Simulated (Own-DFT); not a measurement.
## Calculated data, Hf36O71 (tetragonal hafnia with one neutral oxygen vacancy, atoms displaced)

A calculation, not a measurement: plane-wave PBE and HSE06 DFT by an unreviewed code, no spin, of a simulated cell at Gamma alone, so results move with cell size and shape, stress positive in tension, energies less offsets, not probed for a lower state with spin; hafnium file: forces about 75 meV/angstrom off all-electron values; oxygen file: force components 24 meV/angstrom off all-electron in a glass; k mesh not checked against a denser one; forces and stress are PBE's, HSE06 gives the energy alone, and its difference from PBE has offsets of its own; offsets are fitted by least squares, one for each functional and potential file, so energies compare only between cells with the same atoms and settings and are not formation energies; the far tail of each file's local potential was reset to the Coulomb form; each entry is a single point on an unrelaxed cell, so the pressure reflects the starting lattice, taken from the Materials Project, from which strain is counted, and rises with the displacements; printed positions are rounded, which can move forces by about a meV/angstrom; the program is a retired in-house code; no spin-orbit coupling. Program: Own-DFT development build.

Settings shared by all entries: first functional PBE; second functional HSE06; exact exchange share 0.25; screening 0.11 1/bohr; exchange divergence Gygi-Baldereschi; potential files PseudoDojo norm-conserving, scalar-relativistic, made for PBE, standard set; wave cutoff 48 hartree; occupations fixed; k mesh 1 x 1 x 1 centred on Gamma.

(1) Hf36O71 (tetragonal hafnia with one neutral oxygen vacancy, atoms displaced)

```
Hf36O71
1.0
     10.7800     0.0000     0.0000
      0.0000    10.7800     0.0000
      0.0000     0.0000    10.4493
Hf O Hf O Hf O Hf O Hf O Hf O Hf O Hf O Hf O Hf O Hf O Hf O Hf O Hf O Hf O Hf O Hf O Hf O
2 4 2 4 2 4 2 4 2 3 2 4 2 4 2 4 2 4 2 4 2 4 2 4 2 4 2 4 2 4 2 4 2 4 2 4
Direct
  0.00327 0.00290 0.00150
  0.16217 0.17677 0.24951
  0.00183 0.16917 0.14367
  0.16912 0.99792 0.35191
  0.00262 0.16487 0.39989
  0.16703 0.99531 0.09915
  0.00285 0.00160 0.49259
  0.17666 0.16945 0.74933
  0.00108 0.16340 0.64266
  0.16613 0.99901 0.84668
  0.99447 0.17796 0.89696
  0.16294 0.00337 0.60667
  0.99601 0.32568 0.00477
  0.16849 0.49444 0.25292
  0.99932 0.49826 0.15342
  0.16912 0.32469 0.34454
  0.00487 0.50079 0.39647
  0.17452 0.33090 0.09003
  0.00171 0.32916 0.50181
  0.16844 0.49902 0.75394
  0.00848 0.50088 0.65410
  0.16383 0.33180 0.85022
  0.99872 0.49826 0.89954
  0.16850 0.33999 0.59274
  0.00213 0.66737 0.00988
  0.17006 0.82424 0.24959
  0.16292 0.66301 0.35030
  0.00458 0.83762 0.40129
  0.16558 0.66161 0.10198
  0.00304 0.66185 0.49337
  0.16743 0.83368 0.75261
  0.00027 0.83362 0.65782
  0.17583 0.66270 0.85359
  0.99963 0.83147 0.90757
  0.17315 0.66261 0.59514
  0.33561 0.00008 0.99997
  0.50217 0.16476 0.25396
  0.33107 0.16109 0.15158
  0.49038 0.00202 0.34556
  0.34262 0.16143 0.39909
  0.50486 0.99863 0.09380
  0.32946 0.00044 0.48973
  0.49754 0.17301 0.75325
  0.33250 0.16985 0.65728
  0.49775 0.00458 0.84345
  0.33110 0.16680 0.90387
  0.49962 0.01019 0.59644
  0.32805 0.32966 0.99774
  0.49289 0.50764 0.25194
  0.32692 0.49600 0.15165
  0.50050 0.33148 0.34070
  0.33298 0.50310 0.40911
  0.49416 0.33231 0.09740
  0.33455 0.33414 0.50277
  0.49147 0.49643 0.74401
  0.33739 0.49702 0.65516
  0.49992 0.33192 0.84431
  0.33004 0.50043 0.90775
  0.49165 0.33489 0.59415
  0.33847 0.66014 0.99757
  0.49469 0.83244 0.24471
  0.33431 0.83733 0.15907
  0.50143 0.66801 0.35173
  0.33588 0.83026 0.40114
  0.49354 0.67215 0.09986
  0.33062 0.67433 0.50732
  0.50488 0.83800 0.75504
  0.33660 0.83545 0.64386
  0.50594 0.66759 0.84355
  0.33376 0.82916 0.89091
  0.49571 0.66523 0.59977
  0.65988 0.00386 0.00166
  0.83480 0.16843 0.24859
  0.66818 0.17218 0.15101
  0.83730 0.99907 0.35259
  0.66172 0.17221 0.40267
  0.83687 0.00048 0.10049
  0.67594 0.99858 0.49892
  0.82991 0.16233 0.75159
  0.67723 0.16205 0.64994
  0.82932 0.00166 0.85385
  0.66271 0.17323 0.90257
  0.83417 0.99355 0.58973
  0.67240 0.33572 0.00582
  0.83817 0.49707 0.25281
  0.66881 0.50089 0.15434
  0.83516 0.32286 0.34797
  0.66935 0.50519 0.40254
  0.83212 0.33120 0.09715
  0.67403 0.34039 0.50298
  0.83353 0.49839 0.74970
  0.67698 0.50630 0.65803
  0.83519 0.33382 0.84727
  0.65699 0.49932 0.89112
  0.83105 0.33558 0.59882
  0.66549 0.67066 0.99003
  0.83234 0.84194 0.25243
  0.67103 0.83337 0.14590
  0.82173 0.66040 0.34797
  0.66796 0.83076 0.40532
  0.82416 0.66882 0.09525
  0.67134 0.66236 0.49653
  0.82695 0.83787 0.74758
  0.66387 0.83547 0.65627
  0.83774 0.66814 0.84966
  0.67660 0.83064 0.90721
  0.83551 0.67179 0.59786
```

* PBE energy of cell above offsets: -96.900 eV
* HSE06 less PBE above offsets: 0.044 eV
* PBE pressure: 2.25 GPa
* PBE stress xx: -2.37 GPa
* PBE stress yy: -1.98 GPa
* PBE stress zz: -2.41 GPa
* PBE stress yz: -0.9 GPa
* PBE stress xz: -1.04 GPa
* PBE stress xy: -0.09 GPa

Force:
```csv
element,x (eV/Å),y (eV/Å),z (eV/Å)
Hf,-0.077,-0.589,-0.87
Hf,1.512,-4.057,-1.272
O,-0.208,0.273,0.737
O,-0.046,0.45,-0.627
O,0.054,0.828,-0.989
O,-0.216,-0.404,-0.458
Hf,1.019,-0.346,1.953
Hf,-2.529,-1.198,0.092
O,-0.437,0.921,0.674
O,0.082,0.812,0.743
O,0.329,-2.407,0.222
O,0.867,-0.147,-1.244
Hf,0.762,2.137,-1.865
Hf,-0.326,1.252,-0.327
O,0.444,-0.336,0.115
O,-0.115,2.503,1.199
O,-0.555,-1.417,0.473
O,-2.73,-0.155,2.003
Hf,-0.328,-0.084,0.874
Hf,-0.755,0.396,0.456
O,-1.262,-0.046,-0.925
O,0.813,0.252,-0.659
O,0.394,-0.005,1.132
O,-0.251,-0.536,0.271
Hf,-1.741,-0.444,-1.603
Hf,-1.364,1.177,0.318
O,0.136,-0.001,-0.358
O,-0.394,-1.722,-0.446
O,1.049,0.86,0.437
Hf,-0.146,1.243,1.556
Hf,0.079,-0.113,-0.526
O,0.172,-0.168,-0.047
O,-0.583,0.516,-0.664
O,0.507,0.564,0.985
O,-2.009,0.159,0.899
Hf,-1.101,-0.304,0.016
Hf,-0.729,1.19,-0.35
O,0.071,-0.219,0.066
O,0.804,-1.516,-0.558
O,-0.841,2.048,0.567
O,-1.541,-0.083,0.593
Hf,0.614,-0.899,1.625
Hf,1.274,-1.213,-1.436
O,0.494,0.489,-0.824
O,0.392,-0.239,1.304
O,0.094,-0.768,-0.612
O,0.367,-0.254,-0.514
Hf,2.468,0.407,0.209
Hf,0.976,-1.508,-0.345
O,0.895,0.613,0.498
O,-0.287,1.505,0.588
O,-0.178,-0.646,-0.769
O,0.65,0.067,-0.738
Hf,0.025,-0.34,-1.543
Hf,3.274,1.049,1.268
O,-2.277,-0.214,-0.388
O,-0.742,0.7,-0.009
O,0.763,-0.88,-0.932
O,2.847,0.053,0.704
Hf,-1.606,1.078,-0.583
Hf,1.953,-0.071,1.485
O,-0.634,0.091,-1.555
O,-0.02,0.14,-0.787
O,-0.35,0.21,-0.669
O,1.018,-0.365,0.138
Hf,1.914,-0.091,-0.542
Hf,-1.873,-0.7,-1.682
O,-0.331,0.035,0.873
O,-0.609,0.019,0.636
O,0.424,0.733,1.716
O,1.083,-0.424,-0.171
Hf,2.652,-0.136,-0.669
Hf,-0.642,-1.334,-0.489
O,0.282,-0.676,0.14
O,-0.518,1.255,-0.577
O,0.504,-0.847,0.041
O,-0.232,-0.182,0.334
Hf,-2.673,0.659,0.213
Hf,1.613,0.85,0.374
O,-1.728,0.552,0.153
O,0.122,0.092,-0.755
O,0.119,-0.81,0.097
O,0.777,-0.096,1.307
Hf,-2.403,1.115,-1.023
Hf,-1.407,0.877,-0.757
O,-0.555,-0.485,0.177
O,0.173,2.074,0.607
O,-0.2,-2.334,0.024
O,0.727,-0.047,1.151
Hf,-1.697,-0.873,-0.716
Hf,1.627,0.97,1.528
O,-2.623,-0.578,-1.922
O,-0.648,-0.281,0.173
O,0.836,-0.282,1.764
O,1.492,0.321,-0.277
Hf,0.562,-2.171,1.004
Hf,-0.1,-1.903,-1.145
O,-1.075,0.611,1.108
O,1.391,1.048,-0.225
O,0.195,0.877,-0.363
O,2.039,-0.17,0.357
Hf,-0.671,1.176,1.278
Hf,1.804,-1.336,0.648
O,0.161,0.267,-0.451
O,-0.696,-0.158,-0.691
O,-1.016,2.226,-1.297
O,0.383,-0.131,-0.655
```

(2) Hf36O71 (tetragonal hafnia with one neutral oxygen vacancy, atoms displaced)

```
Hf36O71
1.0
     10.7800     0.0000     0.0000
      0.0000    10.7800     0.0000
      0.0000     0.0000    10.4493
Hf O Hf O Hf O Hf O Hf O Hf O Hf O Hf O Hf O Hf O Hf O Hf O Hf O Hf O Hf O Hf O Hf O Hf O
2 4 2 4 2 4 2 4 2 4 2 4 2 4 2 3 2 4 2 4 2 4 2 4 2 4 2 4 2 4 2 4 2 4 2 4
Direct
  0.99857 0.99589 0.99143
  0.16821 0.17112 0.24241
  0.99840 0.16647 0.14529
  0.17294 0.00432 0.34028
  0.99468 0.16781 0.39671
  0.16355 0.00228 0.10058
  0.00583 0.00159 0.49734
  0.16683 0.16710 0.75261
  0.01121 0.17009 0.65123
  0.16804 0.00165 0.84084
  0.00509 0.16669 0.90748
  0.17268 0.00506 0.59436
  0.00193 0.33877 0.99982
  0.16542 0.50318 0.24632
  0.99703 0.50575 0.15131
  0.15918 0.33151 0.35036
  0.00599 0.50338 0.40541
  0.16460 0.33198 0.08640
  0.99527 0.33700 0.49532
  0.17703 0.50864 0.75395
  0.99844 0.49902 0.65197
  0.17162 0.33596 0.84213
  0.99550 0.49951 0.90523
  0.16772 0.33724 0.60450
  0.00271 0.65691 0.00400
  0.16902 0.83557 0.24811
  0.99731 0.83808 0.15129
  0.17085 0.66778 0.34723
  0.00309 0.83828 0.40460
  0.15737 0.66768 0.09921
  0.99868 0.66749 0.49914
  0.16995 0.83413 0.74314
  0.00224 0.83979 0.64957
  0.16579 0.67057 0.85270
  0.99879 0.83282 0.90743
  0.16928 0.67295 0.59217
  0.33465 0.00239 0.99959
  0.50236 0.16856 0.24146
  0.33015 0.16724 0.15699
  0.50119 0.99854 0.34893
  0.33448 0.16812 0.40544
  0.49656 0.99435 0.10590
  0.34249 0.00288 0.49492
  0.49445 0.15841 0.74447
  0.33831 0.16343 0.65609
  0.49341 0.00094 0.84525
  0.33006 0.16965 0.90344
  0.33029 0.33905 0.00778
  0.49786 0.49513 0.25431
  0.32609 0.50953 0.14543
  0.49169 0.33362 0.35202
  0.33104 0.50331 0.41005
  0.50665 0.34196 0.09379
  0.33225 0.33738 0.49854
  0.49801 0.49736 0.75046
  0.32774 0.49990 0.65415
  0.50891 0.33792 0.84377
  0.33010 0.49846 0.90636
  0.50558 0.33513 0.59465
  0.33915 0.66312 0.99715
  0.49098 0.83277 0.25651
  0.33310 0.83526 0.14883
  0.50057 0.67190 0.34309
  0.33296 0.83112 0.40009
  0.50483 0.66703 0.09715
  0.34174 0.67238 0.50223
  0.49480 0.84172 0.75220
  0.33370 0.83627 0.65015
  0.49953 0.66579 0.84016
  0.33809 0.83571 0.90756
  0.50596 0.65727 0.59603
  0.65763 0.99625 0.00155
  0.83939 0.16744 0.24921
  0.66402 0.16914 0.14805
  0.83592 0.00288 0.34913
  0.66811 0.16229 0.40799
  0.83545 0.99495 0.10423
  0.66517 0.00520 0.49781
  0.84509 0.17313 0.75177
  0.66480 0.17004 0.64512
  0.83430 0.00313 0.85102
  0.66596 0.16376 0.90097
  0.83874 0.00392 0.59169
  0.66494 0.32998 0.00214
  0.82577 0.49296 0.25504
  0.66231 0.50062 0.15355
  0.82827 0.33855 0.35123
  0.66927 0.49972 0.40021
  0.83569 0.33881 0.08834
  0.66664 0.33413 0.50623
  0.83561 0.51201 0.75620
  0.66350 0.50372 0.65082
  0.83664 0.33741 0.84292
  0.67019 0.50408 0.90465
  0.83515 0.33339 0.59763
  0.67268 0.65553 0.98699
  0.83697 0.83517 0.25222
  0.67160 0.83589 0.15488
  0.83353 0.66502 0.34337
  0.66237 0.83358 0.41851
  0.83491 0.66726 0.10555
  0.66660 0.66108 0.50517
  0.83701 0.83831 0.75052
  0.66676 0.84259 0.65214
  0.83644 0.66898 0.85892
  0.65847 0.82675 0.90581
  0.83083 0.67753 0.59849
```

- PBE energy of cell above offsets: -97.424 eV
- HSE06 less PBE above offsets: 0.116 eV
- PBE pressure: 2.2 GPa
- PBE stress xx: -0.78 GPa
- PBE stress yy: -2.95 GPa
- PBE stress zz: -2.88 GPa
- PBE stress yz: -0.3 GPa
- PBE stress xz: 0.35 GPa
- PBE stress xy: -0.05 GPa

Force:
```csv
element,x (eV/Å),y (eV/Å),z (eV/Å)
Hf,-0.498,-0.017,2.264
Hf,-1.958,-1.335,1.29
O,0.207,0.798,0.855
O,-0.142,0.036,0.376
O,-0.061,0.434,0.111
O,0.923,0.055,-1.265
Hf,-0.521,0.439,0.142
Hf,0.768,0.931,-0.529
O,-1.703,-0.089,-0.019
O,0.071,-1.082,0.641
O,-0.232,0.76,-1.367
O,0.214,-0.442,-0.336
Hf,-1.17,-1.23,-0.904
Hf,-1.182,1.028,1.323
O,0.667,-1.152,0.546
O,0.761,0.692,-1.069
O,-0.342,-0.24,-0.522
O,0.655,0.2,1.989
Hf,1.582,-0.369,1.212
Hf,-2.417,-1.738,-0.72
O,0.108,0.993,0.623
O,-0.183,0.631,0.888
O,0.3,0.061,-0.937
O,0.136,-0.188,-1.513
Hf,-2.014,2.197,0.777
Hf,-1.283,0.086,-0.424
O,1.178,-0.144,0.601
O,-0.233,-0.207,-0.513
O,0.158,-0.959,-0.276
O,2.454,-0.089,0.286
Hf,0.191,0.405,-0.21
Hf,-1.092,0.351,0.568
O,0.114,-0.294,0.683
O,0.422,0.14,-0.602
O,0.058,-0.72,-1.261
O,-0.012,-0.015,0.798
Hf,-1.419,-0.401,0.475
Hf,-0.18,-0.715,2.037
O,1.756,0.685,-1.08
O,-0.388,1.178,0.384
O,0.036,0.245,-0.108
O,-0.086,1.154,-0.862
Hf,-0.706,0.369,0.486
Hf,2.422,2.071,0.344
O,-0.973,-0.124,-0.948
O,0.211,0.2,0.849
O,0.581,0.277,0.783
Hf,0.669,-1.049,-2.081
Hf,0.594,1.822,-0.636
O,1.077,-1.078,0.885
O,0.435,-0.339,-1.184
O,0.375,-0.034,-1.047
O,-2.452,-0.471,1.335
Hf,-0.542,-0.709,1.01
Hf,0.424,0.154,-0.944
O,1.996,0.305,-0.156
O,-0.362,-0.856,0.519
O,0.187,0.185,-0.841
O,-2.022,0.477,0.4
Hf,0.227,1.504,1.303
Hf,2.277,0.099,-1.81
O,-0.442,-0.348,0.303
O,-0.37,-2.154,0.945
O,0.292,0.9,0.093
O,-0.876,-0.272,-0.848
Hf,-0.887,-0.615,-0.472
Hf,1.875,-1.517,-0.428
O,0.846,-0.133,-0.252
O,-0.734,-0.323,0.481
O,-0.08,-0.261,-0.813
O,-1.572,0.56,0.183
Hf,2.284,-1.032,0.78
Hf,0.173,-1.498,0.152
O,0.469,0.263,0.241
O,-0.274,0.118,-0.319
O,-0.39,2.359,-1.902
O,-0.813,1.079,-1.175
Hf,0.602,-1.589,1.567
Hf,-1.156,-0.559,-0.871
O,0.219,-0.602,1.218
O,0.144,-0.173,-0.569
O,-0.074,0.085,0.501
O,-0.066,0.122,0.81
Hf,1.159,-0.326,-1.772
Hf,0.131,3.045,-1.657
O,0.281,-0.564,0.309
O,0.512,-1.758,-0.025
O,-0.695,-0.191,0.011
O,-0.645,-0.146,1.216
Hf,0.737,-0.969,-0.153
Hf,0.254,-1.566,-1.207
O,1.357,-0.227,0.626
O,-0.114,0.036,0.131
O,0.075,-3.339,-1.896
O,-0.308,-0.264,-0.008
Hf,-0.014,4.049,4.614
Hf,-0.84,-0.079,-1.06
O,-1.237,0.609,0.854
O,0.326,-0.292,1.275
O,0.097,-0.356,-1.027
O,-0.327,-0.505,-1.395
Hf,0.642,1.392,-1.193
Hf,-0.564,0.47,-0.378
O,-0.634,0.242,1.626
O,-0.226,0.515,-1.241
O,0.052,1.503,-0.672
O,0.749,-0.567,0.769
```

(3) Hf36O71 (tetragonal hafnia with one neutral oxygen vacancy, atoms displaced)

```
Hf36O71
1.0
     10.7800     0.0000     0.0000
      0.0000    10.7800     0.0000
      0.0000     0.0000    10.4493
Hf O Hf O Hf O Hf O Hf O Hf O Hf O Hf O Hf O Hf O Hf O Hf O Hf O Hf O Hf O Hf O Hf O Hf O
2 4 2 4 2 4 2 4 2 4 2 4 2 4 2 4 2 4 2 4 2 4 2 4 2 4 2 3 2 4 2 4 2 4 2 4
Direct
  0.00445 0.00759 0.99615
  0.16833 0.16547 0.24790
  0.00325 0.16599 0.15338
  0.17096 0.99525 0.34453
  0.00489 0.17366 0.40039
  0.16040 0.99091 0.09724
  0.00002 0.00043 0.49208
  0.17662 0.16895 0.74546
  0.00318 0.16515 0.65570
  0.16841 0.99839 0.84455
  0.99491 0.16554 0.90755
  0.16540 0.00303 0.60034
  0.99994 0.33349 0.99928
  0.17163 0.49784 0.24423
  0.00695 0.50428 0.14633
  0.16493 0.33055 0.34465
  0.99398 0.49761 0.39459
  0.17362 0.34178 0.09107
  0.99750 0.33955 0.50873
  0.16231 0.49393 0.74875
  0.99891 0.49837 0.65277
  0.17416 0.33217 0.84896
  0.99955 0.50215 0.89867
  0.16056 0.33175 0.58906
  0.99596 0.66600 0.00734
  0.16752 0.83417 0.25396
  0.99882 0.83619 0.15026
  0.16472 0.67166 0.34685
  0.99192 0.82033 0.39347
  0.16919 0.66949 0.09782
  0.00052 0.66779 0.50557
  0.16482 0.83809 0.75373
  0.99316 0.83339 0.65430
  0.17214 0.66434 0.84045
  0.00097 0.83776 0.89823
  0.16267 0.66551 0.59628
  0.33469 0.99690 0.99468
  0.50373 0.16839 0.25098
  0.33449 0.17288 0.14815
  0.50070 0.99941 0.35338
  0.33295 0.16170 0.39733
  0.49907 0.00255 0.09602
  0.32820 0.99961 0.50021
  0.50368 0.16689 0.75271
  0.32369 0.17165 0.65560
  0.50139 0.01038 0.85335
  0.33287 0.16149 0.90265
  0.50563 0.00367 0.59607
  0.32809 0.33697 0.00240
  0.49523 0.50894 0.25260
  0.33511 0.49595 0.15859
  0.49879 0.33487 0.34948
  0.33107 0.49801 0.40230
  0.50540 0.33935 0.09223
  0.32882 0.33003 0.50156
  0.49955 0.49253 0.74926
  0.33653 0.49483 0.65330
  0.50263 0.32431 0.84595
  0.33239 0.50048 0.90155
  0.50267 0.33065 0.59630
  0.32964 0.66222 0.00001
  0.50024 0.83761 0.24817
  0.33521 0.84061 0.14684
  0.50340 0.66373 0.35602
  0.33621 0.84033 0.39362
  0.50756 0.66460 0.10048
  0.33169 0.67011 0.49048
  0.50073 0.84058 0.74812
  0.33524 0.83324 0.65029
  0.49961 0.66375 0.84875
  0.33957 0.83709 0.89454
  0.49398 0.67731 0.60238
  0.66796 0.00455 0.98847
  0.83699 0.16463 0.25240
  0.67210 0.16775 0.14984
  0.82531 0.00377 0.35371
  0.66219 0.16506 0.40608
  0.83841 0.99454 0.10199
  0.66056 0.99994 0.50033
  0.83182 0.16205 0.75234
  0.66319 0.16949 0.66400
  0.82997 0.99831 0.85020
  0.67569 0.16517 0.90371
  0.67006 0.33607 0.99654
  0.83418 0.50222 0.25418
  0.66291 0.50715 0.15706
  0.83750 0.33448 0.34894
  0.67211 0.50629 0.40066
  0.83391 0.33233 0.10032
  0.66763 0.33475 0.49882
  0.82949 0.50499 0.74832
  0.66032 0.49904 0.64957
  0.83960 0.33341 0.84732
  0.66517 0.50238 0.89786
  0.83537 0.33159 0.59682
  0.66481 0.66328 0.00309
  0.82515 0.82706 0.25040
  0.66999 0.83470 0.15772
  0.82895 0.67212 0.34887
  0.66961 0.82825 0.40171
  0.82706 0.66693 0.09862
  0.66978 0.66649 0.49889
  0.83272 0.83638 0.74981
  0.65612 0.82982 0.65669
  0.83967 0.67310 0.84885
  0.67192 0.83550 0.90042
  0.83529 0.65474 0.60245
```

- PBE energy of cell above offsets: -97.675 eV
- HSE06 less PBE above offsets: -0.012 eV
- PBE pressure: 1.85 GPa
- PBE stress xx: -2.63 GPa
- PBE stress yy: -1.08 GPa
- PBE stress zz: -1.83 GPa
- PBE stress yz: 0.35 GPa
- PBE stress xz: 1.01 GPa
- PBE stress xy: 0.09 GPa

Force:
```csv
element,x (eV/Å),y (eV/Å),z (eV/Å)
Hf,-1.153,-2.64,1.489
Hf,0.342,-0.106,0.282
O,0.193,0.527,-0.225
O,-0.672,1.213,1.083
O,-0.182,-1.637,0.583
O,1.683,0.97,-0.129
Hf,-0.956,0.208,0.502
Hf,-3.439,-0.923,2.216
O,-0.736,-0.324,-0.082
O,-0.006,1.238,0.43
O,0.206,1.424,-0.776
O,-0.194,-0.523,-0.909
Hf,-0.85,0.454,-0.184
Hf,-1.476,0.165,1.617
O,-0.991,-0.043,0.189
O,0.713,0.633,-0.533
O,0.389,1.011,0.983
O,-2.424,-0.101,1.258
Hf,-0.998,-0.543,-2.385
Hf,0.943,1.528,0.261
O,0.041,-0.401,-0.289
O,-0.495,-0.097,-0.346
O,0.312,-0.413,0.353
O,1.514,0.297,1.58
Hf,0.076,1.214,-0.876
Hf,-0.908,-0.324,-2.414
O,0.051,-1.312,0.517
O,0.785,-1.412,0.143
O,0.79,2.43,1.383
O,0.092,-0.342,-0.167
Hf,-0.229,-0.515,-1.093
Hf,0.087,-1.344,-0.506
O,0.95,0.385,-1.185
O,0.068,0.237,0.618
O,0.375,-0.483,0.312
O,0.904,-0.008,-0.296
Hf,-0.331,0.032,1.161
Hf,0.033,-0.005,-0.616
O,-0.151,-0.024,0.614
O,0.379,0.136,-0.841
O,-0.105,0.551,0.861
O,0.634,-0.15,0.355
Hf,0.806,-0.413,-0.071
Hf,-1.348,0.141,-0.498
O,3.908,0.056,-2.221
O,0.386,-1.36,-0.372
O,-0.489,1.198,-0.149
O,-2.4,0.232,0.971
Hf,2.754,-1.532,-1.141
Hf,1.767,-1.597,0.055
O,0.057,0.641,-1.458
O,0.149,0.177,-0.4
O,-0.22,0.343,0.128
O,-0.486,-0.232,0.049
Hf,1.151,0.524,-0.854
Hf,-0.378,1.441,0.316
O,-1.123,-0.482,-0.242
O,0.134,1.444,0.393
O,0.174,-0.387,0.578
O,-0.803,-0.259,-0.137
Hf,1.161,1.401,-1.339
Hf,0.024,0.208,-0.185
O,0.149,-0.787,0.417
O,-0.854,1.2,-0.496
O,-0.09,-1.104,0.594
O,-2.398,0.287,0.478
Hf,0.552,0.081,1.728
Hf,-1.504,-2.013,0.977
O,-1.049,0.892,-0.499
O,0.099,0.324,-0.083
O,-0.414,-0.852,0.636
O,0.328,-0.828,-1.225
Hf,0.603,-1.336,2.689
Hf,-0.245,0.066,-0.522
O,-0.649,-0.021,0.667
O,0.907,-0.555,0.272
O,-0.037,0.737,0.061
O,-0.629,0.92,-0.836
Hf,1.876,-0.591,-0.73
Hf,0.975,0.72,-0.268
O,1.518,-0.303,-1.325
O,0.169,0.372,-0.905
O,-0.09,1.505,-0.591
Hf,-0.174,-0.374,0.862
Hf,-0.063,-0.262,-0.089
O,0.909,-0.456,-0.318
O,-0.873,-0.385,-0.169
O,0.076,-1.454,0.266
O,0.441,0.65,-0.396
Hf,-0.071,0.327,-0.323
Hf,0.127,0.017,0.625
O,0.785,-0.12,-0.057
O,-0.355,0.444,-0.109
O,0.558,-0.57,0.173
O,-1.331,0.131,0.613
Hf,-0.251,0.765,-1.193
Hf,2.257,2.102,-0.337
O,-2.091,-0.046,-0.935
O,-0.102,-2.087,0.385
O,-0.422,1.194,0.493
O,1.221,-0.282,0.378
Hf,-1.107,0.181,0.936
Hf,-0.705,-0.284,0.712
O,3.061,0.436,-1.104
O,-0.256,-1.244,-0.009
O,-0.689,-0.389,0.481
O,-0.647,0.472,-0.284
```
